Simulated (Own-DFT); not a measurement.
Simulation results for AlGa$_{3}$N$_{4}$ (wurtzite random alloy, strained, atoms displaced)

All values are calculated (Own-DFT development build). A calculation, not a measurement: plane-wave PBE density functional theory by an unreviewed code, no spin, of a simulated periodic cell, stress positive in tension, free energy of the whole cell less one offset for each atom, forces on such cells passed a denser k mesh, this cell's mesh not checked; offsets are fitted by least squares, one for each functional and potential file, so energies compare only between cells with the same atoms and settings and are not formation energies; the far tail of each file's local potential was reset to the Coulomb form; each entry is a single point on an unrelaxed cell, so the pressure reflects the starting lattice, mostly measured values, from which strain is counted, and rises with the displacements; printed positions are rounded, which can move forces by about a meV/angstrom; the program is a retired in-house code; no spin-orbit coupling.

Settings shared by all entries: functional PBE; potential files PseudoDojo norm-conserving, scalar-relativistic, standard set with the stringent files for Ga; wave cutoff 96 hartree; occupations Gaussian; smearing width 0.01 eV; k mesh 4 x 4 x 3 centred on Gamma.

```yaml
- entry: 1
  formula: AlGa3N4
  kind: "wurtzite random alloy, strained, atoms displaced"
  structure:
    cell_angstrom: [[9.2477, 0.0, 0.0], [-4.6239, 8.0088, 0.0], [0.0, 0.0, 10.2685]]
    atoms_fractional:
      - [Ga, 0.11147, 0.22584, 0.01215]
      - [Ga, 0.2239, 0.1098, 0.24901]
      - ["N", 0.10908, 0.20666, 0.19538]
      - ["N", 0.21984, 0.10792, 0.43814]
      - [Ga, 0.1143, 0.21528, 0.50003]
      - [Ga, 0.21755, 0.11324, 0.73555]
      - ["N", 0.10687, 0.22081, 0.69553]
      - ["N", 0.21649, 0.11173, 0.95012]
      - [Ga, 0.12528, 0.57306, 0.0031]
      - [Ga, 0.22032, 0.4419, 0.24022]
      - ["N", 0.10603, 0.54675, 0.18794]
      - ["N", 0.23626, 0.44883, 0.44305]
      - [Ga, 0.10661, 0.55553, 0.4986]
      - [Al, 0.222, 0.44271, 0.74759]
      - ["N", 0.10284, 0.56443, 0.68866]
      - ["N", 0.22799, 0.44278, 0.9416]
      - [Al, 0.11394, 0.89971, 0.00155]
      - [Ga, 0.21745, 0.77703, 0.25521]
      - ["N", 0.11825, 0.90057, 0.19026]
      - ["N", 0.22157, 0.77731, 0.4432]
      - [Al, 0.10411, 0.88212, 0.50334]
      - [Ga, 0.22739, 0.79274, 0.75025]
      - ["N", 0.12559, 0.89749, 0.69351]
      - ["N", 0.22336, 0.77179, 0.93706]
      - [Ga, 0.44032, 0.2144, 0.9956]
      - [Ga, 0.55268, 0.10501, 0.25195]
      - ["N", 0.45504, 0.23062, 0.18794]
      - ["N", 0.56799, 0.11211, 0.44188]
      - [Ga, 0.44165, 0.20961, 0.49883]
      - [Ga, 0.56541, 0.12244, 0.75071]
      - ["N", 0.44666, 0.2385, 0.68439]
      - ["N", 0.55453, 0.11098, 0.93622]
      - [Ga, 0.44686, 0.56055, 0.99788]
      - [Ga, 0.5495, 0.43847, 0.24609]
      - ["N", 0.43482, 0.54823, 0.19251]
      - ["N", 0.54267, 0.44299, 0.44389]
      - [Ga, 0.44419, 0.55463, 0.50653]
      - [Al, 0.55976, 0.44816, 0.75443]
      - ["N", 0.45631, 0.56136, 0.68401]
      - ["N", 0.56456, 0.44821, 0.94519]
      - [Al, 0.45152, 0.88254, 0.99211]
      - [Ga, 0.55527, 0.78119, 0.25601]
      - ["N", 0.44742, 0.88485, 0.18535]
      - ["N", 0.55645, 0.78585, 0.44029]
      - [Al, 0.43857, 0.88355, 0.49316]
      - [Ga, 0.56098, 0.77686, 0.75082]
      - ["N", 0.43396, 0.88309, 0.68711]
      - ["N", 0.564, 0.78883, 0.94162]
      - [Al, 0.77502, 0.22057, 0.99582]
      - [Ga, 0.89227, 0.11359, 0.24413]
      - ["N", 0.78049, 0.21985, 0.18885]
      - ["N", 0.88694, 0.11846, 0.43703]
      - [Ga, 0.78126, 0.21546, 0.49747]
      - [Ga, 0.8957, 0.11912, 0.74737]
      - ["N", 0.76677, 0.22013, 0.6853]
      - ["N", 0.88194, 0.1063, 0.94065]
      - [Ga, 0.77731, 0.55513, 0.99375]
      - [Al, 0.88625, 0.44094, 0.24842]
      - ["N", 0.77397, 0.54396, 0.18703]
      - ["N", 0.88077, 0.4352, 0.44117]
      - [Ga, 0.77097, 0.55107, 0.50149]
      - [Ga, 0.87868, 0.43334, 0.7465]
      - ["N", 0.77085, 0.54716, 0.69261]
      - ["N", 0.89464, 0.45835, 0.93982]
      - [Al, 0.77541, 0.8939, 0.00188]
      - [Ga, 0.87886, 0.77666, 0.2432]
      - ["N", 0.77948, 0.89342, 0.18758]
      - ["N", 0.88954, 0.77924, 0.43771]
      - [Ga, 0.78694, 0.89532, 0.50079]
      - [Ga, 0.89669, 0.7836, 0.74816]
      - ["N", 0.77971, 0.88937, 0.6789]
      - ["N", 0.8823, 0.77176, 0.94004]
  results:
    "free_energy_of_cell_above_offsets [eV]": "-4.162"
    "pressure [GPa]": 20.62
    "stress_xx [GPa]": -27.31
    "stress_yy [GPa]": -24.24
    "stress_zz [GPa]": -10.32
    "stress_yz [GPa]": -0.02
    "stress_xz [GPa]": 0.54
    "stress_xy [GPa]": 0.6
    force_element: [Ga, Ga, "N", "N", Ga, Ga, "N", "N", Ga, Ga, "N", "N", Ga, Al, "N", "N", Al, Ga, "N", "N", Al, Ga, "N", "N", Ga, Ga, "N", "N", Ga, Ga, "N", "N", Ga, Ga, "N", "N", Ga, Al, "N", "N", Al, Ga, "N", "N", Al, Ga, "N", "N", Al, Ga, "N", "N", Ga, Ga, "N", "N", Ga, Al, "N", "N", Ga, Ga, "N", "N", Al, Ga, "N", "N", Ga, Ga, "N", "N"]
    "force_x [eV/angstrom]": [-0.526, 1.999, -0.985, 0.869, -1.608, 1.929, 0.408, 0.285, -0.779, -0.35, -1.231, -3.3, 0.896, -0.439, 2.156, -1.253, 0.231, 0.502, -0.282, -0.939, 0.68, 1.137, -3.279, -0.298, -0.198, 0.476, -0.513, -2.608, 0.141, -3.325, 0.504, 1.234, 1.077, 0.192, 1.639, 2.561, 0.318, -0.786, -1.282, -2.684, -3.056, 0.701, -1.561, 0.536, 0.734, -1.08, 2.812, 1.024, 0.101, -0.808, -0.972, 3.73, -1.533, -2.399, 3.377, 0.071, 0.889, -0.093, 0.207, 0.154, -0.371, 0.897, -0.235, 1.923, 1.7, 1.972, -0.921, 0.805, -1.365, -0.455, 0.433, 0.217]
    "force_y [eV/angstrom]": [-0.445, 1.156, 2.665, -2.111, 1.967, 1.372, 2.313, -0.087, -4.104, -1.106, 1.036, -1.53, -1.224, 1.766, -1.391, 0.291, -2.472, -0.207, -3.228, 1.054, 0.607, -3.292, -0.54, 5.043, 1.358, 0.796, -3.237, -2.225, 1.753, -2.619, -1.269, -0.99, -0.227, 2.117, 2.03, -1.094, 1.916, 0.176, -1.65, -1.504, 1.69, -1.231, 0.054, -0.478, 1.06, 1.0, 1.897, -1.404, 1.524, -0.368, 0.914, -1.536, 1.767, -1.891, -0.169, 1.079, 0.387, -0.409, 1.465, 1.417, -0.279, 2.286, 1.704, -3.244, -0.763, -0.969, -0.739, -0.342, -0.372, -1.24, 0.808, 3.516]
    "force_z [eV/angstrom]": [-1.207, 1.331, -0.904, 0.323, -0.151, 2.927, -1.834, -2.24, 0.216, 2.734, 0.527, -1.204, 0.725, 0.367, 0.131, -1.731, 0.249, -0.709, -1.685, -0.608, -0.424, 1.607, -2.905, -0.004, 1.086, -0.121, -0.706, -0.919, 0.071, 0.074, 0.957, 0.351, 1.153, 2.002, -1.57, -1.732, -0.827, 0.362, 3.018, -2.44, 1.458, -0.033, -1.287, 0.199, 1.905, -0.287, -1.386, -1.138, 0.98, 1.765, -1.527, -1.062, 1.556, 1.339, -0.904, -0.339, 2.14, 0.612, 0.214, -1.862, 0.029, 1.51, -0.629, -0.595, 0.243, 0.818, -1.322, -0.184, -1.371, 0.784, 2.126, -0.041]
- entry: 2
  formula: AlGa3N4
  kind: "wurtzite random alloy, strained, atoms displaced"
  structure:
    cell_angstrom: [[9.2477, 0.0, 0.0], [-4.6239, 8.0088, 0.0], [0.0, 0.0, 10.2685]]
    atoms_fractional:
      - [Al, 0.12165, 0.23573, 0.00543]
      - [Ga, 0.21692, 0.09754, 0.24808]
      - ["N", 0.10898, 0.21977, 0.18991]
      - ["N", 0.21214, 0.10758, 0.44154]
      - [Ga, 0.1169, 0.22097, 0.49585]
      - [Ga, 0.23098, 0.10866, 0.74933]
      - ["N", 0.10337, 0.22181, 0.68587]
      - ["N", 0.22828, 0.11273, 0.9348]
      - [Ga, 0.10495, 0.54795, 0.00074]
      - [Ga, 0.20838, 0.43819, 0.24832]
      - ["N", 0.12027, 0.56092, 0.19498]
      - ["N", 0.22054, 0.44255, 0.43749]
      - [Ga, 0.11159, 0.55397, 0.49552]
      - [Ga, 0.20691, 0.43789, 0.75343]
      - ["N", 0.12238, 0.56177, 0.68435]
      - ["N", 0.21732, 0.44446, 0.9272]
      - [Ga, 0.12102, 0.88568, 0.99793]
      - [Ga, 0.21621, 0.77291, 0.24977]
      - ["N", 0.10269, 0.87956, 0.18873]
      - ["N", 0.22737, 0.77959, 0.44004]
      - [Ga, 0.11629, 0.89124, 0.50135]
      - [Ga, 0.22323, 0.76932, 0.75139]
      - ["N", 0.10665, 0.88187, 0.69165]
      - ["N", 0.21871, 0.78725, 0.93351]
      - [Al, 0.44279, 0.21428, 0.00257]
      - [Ga, 0.57274, 0.11698, 0.23927]
      - ["N", 0.43244, 0.22124, 0.187]
      - ["N", 0.56749, 0.10935, 0.44162]
      - [Al, 0.4563, 0.22345, 0.50536]
      - [Ga, 0.55676, 0.11708, 0.74934]
      - ["N", 0.43419, 0.21586, 0.68222]
      - ["N", 0.54398, 0.10818, 0.93556]
      - [Al, 0.44928, 0.56392, 0.00804]
      - [Ga, 0.55129, 0.44725, 0.25258]
      - ["N", 0.43802, 0.55754, 0.1836]
      - ["N", 0.57572, 0.45459, 0.44241]
      - [Ga, 0.44814, 0.56384, 0.49469]
      - [Al, 0.54829, 0.43561, 0.74461]
      - ["N", 0.43941, 0.55344, 0.69362]
      - ["N", 0.55589, 0.44269, 0.94621]
      - [Ga, 0.44758, 0.89499, 0.00199]
      - [Ga, 0.54219, 0.76229, 0.24644]
      - ["N", 0.44625, 0.87499, 0.18818]
      - ["N", 0.55667, 0.78138, 0.44283]
      - [Al, 0.44426, 0.88525, 0.50617]
      - [Ga, 0.54219, 0.77761, 0.75117]
      - ["N", 0.44321, 0.88765, 0.69263]
      - ["N", 0.54674, 0.76919, 0.94466]
      - [Ga, 0.78162, 0.21724, 0.0055]
      - [Ga, 0.87423, 0.10666, 0.25393]
      - ["N", 0.77628, 0.21666, 0.19298]
      - ["N", 0.89996, 0.11261, 0.4342]
      - [Ga, 0.77015, 0.22394, 0.50458]
      - [Ga, 0.8922, 0.11465, 0.7479]
      - ["N", 0.76644, 0.21881, 0.69592]
      - ["N", 0.88145, 0.11364, 0.93756]
      - [Al, 0.76645, 0.54976, 0.00124]
      - [Ga, 0.89323, 0.4443, 0.25051]
      - ["N", 0.79037, 0.56881, 0.1918]
      - ["N", 0.88608, 0.44417, 0.43701]
      - [Ga, 0.78335, 0.56002, 0.50073]
      - [Al, 0.88395, 0.44039, 0.74631]
      - ["N", 0.78399, 0.56522, 0.6824]
      - ["N", 0.88904, 0.43917, 0.93235]
      - [Al, 0.77917, 0.89357, 0.99439]
      - [Ga, 0.87926, 0.76696, 0.24528]
      - ["N", 0.77246, 0.8769, 0.18299]
      - ["N", 0.89206, 0.77426, 0.43815]
      - [Ga, 0.7809, 0.89226, 0.50063]
      - [Ga, 0.88942, 0.77571, 0.75087]
      - ["N", 0.77973, 0.8864, 0.6888]
      - ["N", 0.90158, 0.78806, 0.93133]
  results:
    "free_energy_of_cell_above_offsets [eV]": "-2.510"
    "pressure [GPa]": 21.31
    "stress_xx [GPa]": -25.01
    "stress_yy [GPa]": -26.14
    "stress_zz [GPa]": -12.8
    "stress_yz [GPa]": -0.9
    "stress_xz [GPa]": 0.31
    "stress_xy [GPa]": 0.63
    force_element: [Al, Ga, "N", "N", Ga, Ga, "N", "N", Ga, Ga, "N", "N", Ga, Ga, "N", "N", Ga, Ga, "N", "N", Ga, Ga, "N", "N", Al, Ga, "N", "N", Al, Ga, "N", "N", Al, Ga, "N", "N", Ga, Al, "N", "N", Ga, Ga, "N", "N", Al, Ga, "N", "N", Ga, Ga, "N", "N", Ga, Ga, "N", "N", Al, Ga, "N", "N", Ga, Al, "N", "N", Al, Ga, "N", "N", Ga, Ga, "N", "N"]
    "force_x [eV/angstrom]": [-0.035, -1.181, -0.596, 4.535, -1.515, -3.617, 1.994, -1.024, 0.13, 2.512, -2.048, 0.829, -0.235, 2.063, -2.928, 1.503, -4.171, 0.767, 0.777, 0.679, -0.632, -1.495, 1.379, 4.503, -1.337, -5.665, 2.651, -3.789, -1.335, -1.489, 2.376, 1.465, -0.243, 0.824, 0.334, -3.64, 0.382, -0.019, 0.787, -1.218, -0.355, 2.234, -2.764, -0.515, -0.066, 3.392, -1.091, 1.083, -2.36, 3.583, 1.606, -2.371, 3.637, -0.897, 2.154, 3.215, 2.331, -0.801, -0.554, 1.037, 1.357, 0.404, -0.276, -1.955, 0.644, 0.119, -1.257, -0.435, 0.824, -0.44, -1.601, -2.156]
    "force_y [eV/angstrom]": [-2.162, 0.617, -0.635, 0.657, 1.114, -1.361, -0.177, 1.259, 1.797, -0.561, -1.463, 0.43, 0.273, 0.116, -2.248, 0.178, 2.135, 2.301, 0.301, 0.334, -0.972, 1.602, 0.978, -3.369, 1.505, -3.183, 0.178, -1.646, -0.134, -1.905, 2.297, 1.203, -2.262, -0.307, -3.082, -3.059, -1.716, 1.949, -0.932, -0.711, -1.724, 2.464, 2.915, 0.718, 0.56, -1.03, 1.698, 1.88, 1.067, -2.045, 3.503, 0.148, 0.628, -1.503, 1.989, -0.908, 1.844, 0.53, -6.715, -0.371, 1.107, 1.493, -3.759, 0.503, -1.053, 4.891, 1.406, 1.37, -0.41, 0.77, 0.456, -1.765]
    "force_z [eV/angstrom]": [-1.067, 1.347, -1.391, -1.313, 1.642, 0.762, -0.519, 1.305, -0.092, 1.432, -2.397, -0.839, 0.915, -2.003, -0.569, 4.253, 1.515, 1.22, -0.899, -0.367, 0.833, 0.178, -1.035, 0.021, 0.016, 2.709, -0.513, -1.104, -2.294, 1.09, -0.558, 0.678, -2.115, 0.046, 0.117, -1.083, 1.896, 0.844, -0.808, -1.283, -0.077, 2.22, -0.473, -1.232, -0.462, 0.998, -1.994, -0.922, -0.858, 0.017, -2.465, 0.779, 0.652, 0.695, -1.588, 0.139, -0.243, 0.449, -3.23, -0.171, 0.601, 0.131, 1.66, 0.403, 0.246, 2.842, -0.724, -0.814, 0.273, 0.218, 0.078, 2.284]
- entry: 3
  formula: AlGa3N4
  kind: "wurtzite random alloy, strained, atoms displaced"
  structure:
    cell_angstrom: [[9.2477, 0.0, 0.0], [-4.6239, 8.0088, 0.0], [0.0, 0.0, 10.2685]]
    atoms_fractional:
      - [Ga, 0.11394, 0.22849, 0.0064]
      - [Ga, 0.21909, 0.10158, 0.24901]
      - ["N", 0.11836, 0.23241, 0.18609]
      - ["N", 0.22534, 0.10643, 0.44198]
      - [Ga, 0.11732, 0.2163, 0.49733]
      - [Ga, 0.23469, 0.11801, 0.74989]
      - ["N", 0.10726, 0.21268, 0.68977]
      - ["N", 0.23013, 0.11992, 0.93492]
      - [Ga, 0.1282, 0.55196, 0.0078]
      - [Ga, 0.22772, 0.45446, 0.25256]
      - ["N", 0.10642, 0.54554, 0.19256]
      - ["N", 0.22866, 0.45118, 0.45252]
      - [Ga, 0.12048, 0.56533, 0.50535]
      - [Al, 0.21832, 0.44612, 0.74787]
      - ["N", 0.11217, 0.56719, 0.68166]
      - ["N", 0.22432, 0.44089, 0.94024]
      - [Ga, 0.10731, 0.89487, 0.99808]
      - [Ga, 0.22689, 0.77653, 0.23973]
      - ["N", 0.11318, 0.8886, 0.19275]
      - ["N", 0.22442, 0.77279, 0.44249]
      - [Ga, 0.10256, 0.89041, 0.49574]
      - [Ga, 0.22698, 0.77374, 0.74778]
      - ["N", 0.10934, 0.87931, 0.69636]
      - ["N", 0.22761, 0.78756, 0.92866]
      - [Al, 0.4457, 0.22223, 0.00247]
      - [Al, 0.53885, 0.10889, 0.25263]
      - ["N", 0.44696, 0.22742, 0.18893]
      - ["N", 0.54779, 0.11109, 0.43614]
      - [Ga, 0.45914, 0.23447, 0.50121]
      - [Ga, 0.55889, 0.11372, 0.74821]
      - ["N", 0.43917, 0.22109, 0.68959]
      - ["N", 0.55945, 0.11159, 0.93877]
      - [Ga, 0.44033, 0.54694, 0.99266]
      - [Al, 0.55752, 0.45309, 0.24115]
      - ["N", 0.4433, 0.54881, 0.18495]
      - ["N", 0.55117, 0.44913, 0.43798]
      - [Ga, 0.44544, 0.55278, 0.49421]
      - [Ga, 0.55369, 0.44798, 0.74489]
      - ["N", 0.44766, 0.55821, 0.68712]
      - ["N", 0.55138, 0.44074, 0.94029]
      - [Al, 0.43753, 0.88749, 0.00027]
      - [Ga, 0.56317, 0.78047, 0.25222]
      - ["N", 0.44662, 0.89358, 0.19107]
      - ["N", 0.54861, 0.77781, 0.44549]
      - [Ga, 0.43905, 0.88608, 0.50051]
      - [Al, 0.55777, 0.78471, 0.74947]
      - ["N", 0.44242, 0.89404, 0.68841]
      - ["N", 0.54296, 0.77194, 0.94021]
      - [Ga, 0.77502, 0.23618, 0.99929]
      - [Ga, 0.88994, 0.10661, 0.24869]
      - ["N", 0.7792, 0.22383, 0.18956]
      - ["N", 0.88292, 0.11025, 0.43604]
      - [Al, 0.79029, 0.22294, 0.49997]
      - [Ga, 0.89725, 0.11005, 0.75229]
      - ["N", 0.78783, 0.2384, 0.68817]
      - ["N", 0.89432, 0.11571, 0.9427]
      - [Al, 0.78289, 0.55943, 0.00131]
      - [Ga, 0.90019, 0.4534, 0.25241]
      - ["N", 0.77891, 0.55556, 0.17853]
      - ["N", 0.89797, 0.44931, 0.44531]
      - [Ga, 0.78116, 0.55616, 0.49352]
      - [Ga, 0.8871, 0.44123, 0.75189]
      - ["N", 0.77663, 0.5548, 0.68805]
      - ["N", 0.886, 0.45108, 0.94053]
      - [Al, 0.77731, 0.89177, 0.99425]
      - [Ga, 0.88772, 0.78256, 0.24525]
      - ["N", 0.78363, 0.88849, 0.19074]
      - ["N", 0.888, 0.78183, 0.43921]
      - [Ga, 0.78041, 0.89417, 0.50169]
      - [Ga, 0.87606, 0.76141, 0.73984]
      - ["N", 0.76878, 0.87897, 0.69521]
      - ["N", 0.88834, 0.77638, 0.9383]
  results:
    "free_energy_of_cell_above_offsets [eV]": "-4.743"
    "pressure [GPa]": 20.41
    "stress_xx [GPa]": -25.37
    "stress_yy [GPa]": -25.54
    "stress_zz [GPa]": -10.32
    "stress_yz [GPa]": -0.27
    "stress_xz [GPa]": 1.11
    "stress_xy [GPa]": 0.25
    force_element: [Ga, Ga, "N", "N", Ga, Ga, "N", "N", Ga, Ga, "N", "N", Ga, Al, "N", "N", Ga, Ga, "N", "N", Ga, Ga, "N", "N", Al, Al, "N", "N", Ga, Ga, "N", "N", Ga, Al, "N", "N", Ga, Ga, "N", "N", Al, Ga, "N", "N", Ga, Al, "N", "N", Ga, Ga, "N", "N", Al, Ga, "N", "N", Al, Ga, "N", "N", Ga, Ga, "N", "N", Al, Ga, "N", "N", Ga, Ga, "N", "N"]
    "force_x [eV/angstrom]": [0.555, -0.205, 0.187, 0.449, -1.424, -2.437, 0.783, 0.107, -3.456, 1.146, 1.257, -1.113, -0.421, 0.498, 1.312, -0.672, 0.984, -0.599, -0.193, -1.948, 2.763, -1.201, -1.226, 0.173, 0.23, 2.684, -0.194, 2.579, -1.181, 0.037, 2.733, -1.722, 0.87, 1.327, -0.331, 2.576, -0.409, 0.523, -2.18, 2.272, 0.971, -1.042, 0.787, 1.826, -0.06, -1.446, 2.368, 1.048, 1.664, -0.712, -1.276, 1.564, -2.721, -1.807, 0.513, -1.058, -1.259, -2.801, -0.465, -0.319, -0.499, 0.194, 0.05, 1.699, -0.261, 1.743, -1.777, -0.797, -1.085, 1.495, -0.024, -1.653]
    "force_y [eV/angstrom]": [-1.6, 2.819, -1.233, 1.181, 1.039, -2.93, 2.589, -0.084, 1.611, -1.501, 2.514, -2.127, -1.501, -0.173, -3.331, -0.014, -0.139, -0.538, -1.14, 1.796, -1.018, 1.325, 1.458, -1.166, -0.02, 1.075, 0.168, 0.447, -1.348, 0.472, 1.614, -0.769, 1.451, -1.388, 1.779, -0.139, 1.771, -0.629, 0.741, -0.189, 0.804, -0.448, 0.129, 0.297, 1.49, -1.351, -0.26, 1.744, -1.573, 1.837, -0.473, 0.412, 0.914, -0.609, -4.124, -0.734, 0.102, -2.329, 0.101, -1.376, -0.115, 3.115, -2.875, 1.152, -0.591, -1.86, 0.488, -0.815, -1.01, 3.511, 1.672, -0.1]
    "force_z [eV/angstrom]": [-0.883, 0.876, 1.762, -1.398, 0.787, 0.775, -0.832, 1.363, -1.184, 1.916, -1.487, -2.446, -0.565, -0.5, 2.444, -2.904, -0.553, 2.394, -1.562, -2.516, 2.294, 0.626, -1.633, 2.938, -0.303, 0.138, -0.674, -0.252, 0.526, 0.571, -1.441, 0.104, 1.179, 1.116, 0.033, -2.666, 2.3, 1.464, 0.529, -0.37, -0.065, 0.288, -1.601, -1.618, 0.656, 0.61, -0.291, -0.644, 1.304, -0.224, 0.517, 0.063, 0.249, 0.888, -1.888, -0.292, -1.012, 1.018, 1.652, -1.233, 1.053, 1.0, -1.726, -0.478, 0.311, 1.103, -2.531, -1.271, 0.846, 2.444, -1.148, 0.054]
```
